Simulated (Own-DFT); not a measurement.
Ti₂₀Si₃₉ (TiSi2 crystal with one vacancy, atoms displaced) (calculated)

All values are calculated (Own-DFT development build). A calculation, not a measurement: plane-wave PBE density functional theory by an unreviewed code, no spin, of a simulated periodic cell, stress positive in tension, free energy of the whole cell less one offset for each atom, forces on such cells moved up to 12 meV/angstrom on a denser k mesh; offsets are fitted by least squares, one for each functional and potential file, so energies compare only between cells with the same atoms and settings and are not formation energies; the far tail of each file's local potential was reset to the Coulomb form; each entry is a single point on an unrelaxed cell, so the pressure reflects the starting lattice, taken from the Materials Project, from which strain is counted, and rises with the displacements; printed positions are rounded, which can move forces by about a meV/angstrom; the program is a retired in-house code; no spin-orbit coupling; before rounding, a Quantum ESPRESSO 7.3.1 run of the same cell and cutoff gave forces within 1 meV/angstrom rms on each cell, which checks the program and not the settings.

```cif
# cell vector a (Å): 5.2953 -6.7593 3.5652
# cell vector b (Å): 7.0604 0.0000 -7.1303
# cell vector c (Å): 5.2953 6.7593 3.5652
data_Ti20Si39
_symmetry_space_group_name_H-M 'P 1'
_symmetry_Int_Tables_number 1
_cell_length_a 9.2973
_cell_length_b 10.0345
_cell_length_c 9.2973
_cell_angle_alpha 82.631
_cell_angle_beta 93.274
_cell_angle_gamma 82.631
_cell_volume 850.71
loop_
_atom_site_label
_atom_site_type_symbol
_atom_site_fract_x
_atom_site_fract_y
_atom_site_fract_z
_atom_site_occupancy
Ti1 Ti 0.96341 0.92239 0.16316 1
Ti2 Ti 0.86457 0.88785 0.65575 1
Si1 Si 0.58862 0.93939 0.48804 1
Si2 Si 0.20307 0.87015 0.31094 1
Si3 Si 0.88694 0.02545 0.39425 1
Si4 Si 0.91884 0.77789 0.38817 1
Ti3 Ti 0.94501 0.41661 0.14305 1
Ti4 Ti 0.85473 0.37044 0.64505 1
Si5 Si 0.18215 0.38658 0.29771 1
Si6 Si 0.89640 0.52423 0.39941 1
Si7 Si 0.90041 0.26970 0.40099 1
Ti5 Ti 0.74893 0.73283 0.94452 1
Ti6 Ti 0.64969 0.66952 0.44449 1
Si8 Si 0.41270 0.72404 0.32190 1
Si9 Si 0.00175 0.67539 0.11503 1
Si10 Si 0.71503 0.82592 0.22056 1
Si11 Si 0.70739 0.57448 0.20193 1
Ti7 Ti 0.53017 0.02898 0.74198 1
Ti8 Ti 0.43326 0.98137 0.25098 1
Si12 Si 0.20720 0.02329 0.10046 1
Si13 Si 0.79351 0.97696 0.90480 1
Si14 Si 0.48959 0.13581 0.01084 1
Si15 Si 0.50714 0.86392 0.00622 1
Ti9 Ti 0.75530 0.23028 0.96068 1
Ti10 Ti 0.64875 0.16634 0.43951 1
Si16 Si 0.40528 0.22981 0.29281 1
Si17 Si 0.98720 0.17935 0.11546 1
Si18 Si 0.70710 0.32340 0.19581 1
Si19 Si 0.69727 0.08443 0.19895 1
Ti11 Ti 0.55738 0.52624 0.74822 1
Ti12 Ti 0.44395 0.48793 0.24727 1
Si20 Si 0.20585 0.51681 0.08227 1
Si21 Si 0.79978 0.47362 0.92189 1
Si22 Si 0.50135 0.61361 0.00223 1
Si23 Si 0.49754 0.38716 0.98775 1
Ti13 Ti 0.35558 0.81801 0.55403 1
Ti14 Ti 0.23848 0.78235 0.02980 1
Si24 Si 0.01827 0.81201 0.88593 1
Si25 Si 0.58033 0.77649 0.70897 1
Si26 Si 0.29905 0.92056 0.79830 1
Si27 Si 0.28552 0.67797 0.78374 1
Ti15 Ti 0.35124 0.33180 0.56485 1
Ti16 Ti 0.25438 0.26739 0.04908 1
Si28 Si 0.01363 0.32796 0.89000 1
Si29 Si 0.59645 0.27068 0.72040 1
Si30 Si 0.31142 0.41793 0.80217 1
Si31 Si 0.30230 0.17378 0.79822 1
Ti17 Ti 0.15409 0.62744 0.36105 1
Ti18 Ti 0.04345 0.56672 0.84631 1
Si32 Si 0.81461 0.62319 0.69815 1
Si33 Si 0.39223 0.58107 0.51594 1
Si34 Si 0.10262 0.73594 0.60608 1
Si35 Si 0.10327 0.47305 0.59270 1
Ti19 Ti 0.15336 0.12240 0.34512 1
Ti20 Ti 0.06248 0.07796 0.84781 1
Si36 Si 0.81369 0.13142 0.68643 1
Si37 Si 0.41276 0.07369 0.51536 1
Si38 Si 0.10442 0.21895 0.59496 1
Si39 Si 0.11467 0.97812 0.59856 1
_calc_functional 'PBE'
_calc_potential_files 'PseudoDojo norm-conserving, scalar-relativistic, standard set'
_calc_wave_cutoff 42  # hartree
_calc_occupations 'cold (Marzari-Vanderbilt)'
_calc_smearing_width 0.2  # eV
_calc_k_mesh '4 x 4 x 4 centred on Gamma'
_calc_stress_zz ?
```

Q: Ti₂₀Si₃₉ (TiSi2 crystal with one vacancy, atoms displaced): stress zz?
A: -5.6 GPa

Q: Give the table of force values for Ti₂₀Si₃₉ (TiSi2 crystal with one vacancy, atoms displaced).
A: 
Force:
```tsv
element	x (eV/Å)	y (eV/Å)	z (eV/Å)
Ti	-1.24	-0.061	-1.614
Ti	-2.283	-0.146	-0.238
Si	-0.491	-3.35	5.446
Si	-0.056	0.811	-0.837
Si	0.92	-0.23	0.84
Si	0.412	1.731	0.985
Ti	2.503	0.54	0.07
Ti	0.818	0.074	-0.119
Si	0.275	0.492	1.979
Si	0.093	0.063	0.385
Si	0.1	-0.037	-0.409
Ti	-0.003	0.555	1.01
Ti	1.738	-0.299	0.329
Si	-1.747	-2.131	-1.73
Si	-0.953	0.2	-0.446
Si	-1.398	-0.016	-1.124
Si	-0.461	0.407	-0.407
Ti	2.589	0.04	2.791
Ti	1.002	-2.053	1.257
Si	-0.846	-0.411	-0.971
Si	0.475	-0.058	0.153
Si	-0.708	-1.204	0.89
Si	0.221	0.291	-0.887
Ti	-1.51	-0.017	-0.129
Ti	2.023	0.016	-0.354
Si	0.774	0.283	-0.379
Si	-0.624	-0.608	0.955
Si	0.436	1.306	-0.603
Si	-1.017	-0.211	0.415
Ti	-0.062	1.104	0.295
Ti	-0.504	-0.525	0.704
Si	0.875	-0.646	-0.666
Si	-1.151	-0.193	-1.855
Si	1.104	-0.044	-1.444
Si	0.105	0.341	1.822
Ti	0.696	1	-1.581
Ti	1.75	-0.178	2.921
Si	0.106	0.78	-1.72
Si	0.994	-0.805	0.692
Si	0.756	-0.099	0.146
Si	1.213	0.068	2.027
Ti	-1.45	-1.137	0.024
Ti	0.426	0.229	-1.047
Si	-0.907	-0.149	0.793
Si	-0.063	-0.805	-1.149
Si	-0.405	0.496	-1.11
Si	0.095	0.218	-0.039
Ti	-0.45	-0.365	-0.221
Ti	1.606	-1.293	-0.077
Si	-1.14	0.17	-1.375
Si	-0.833	-0.063	2.569
Si	-1.817	0.026	-0.447
Si	0.235	0.643	0.097
Ti	0.826	0.997	-0.042
Ti	-0.985	0.647	0.003
Si	-0.254	0.183	0.192
Si	-1.849	2.984	-5.591
Si	0.704	0.115	-0.63
Si	-0.661	0.324	-0.55
```

Further results for Ti₂₀Si₃₉ (TiSi2 crystal with one vacancy, atoms displaced):

* free energy of cell above offsets: -8.800 eV
* pressure: 4.27 GPa
* stress xx: -4.4 GPa
* stress yy: -2.82 GPa
* stress yz: 0.43 GPa
* stress xz: -0.97 GPa
* stress xy: -0.14 GPa
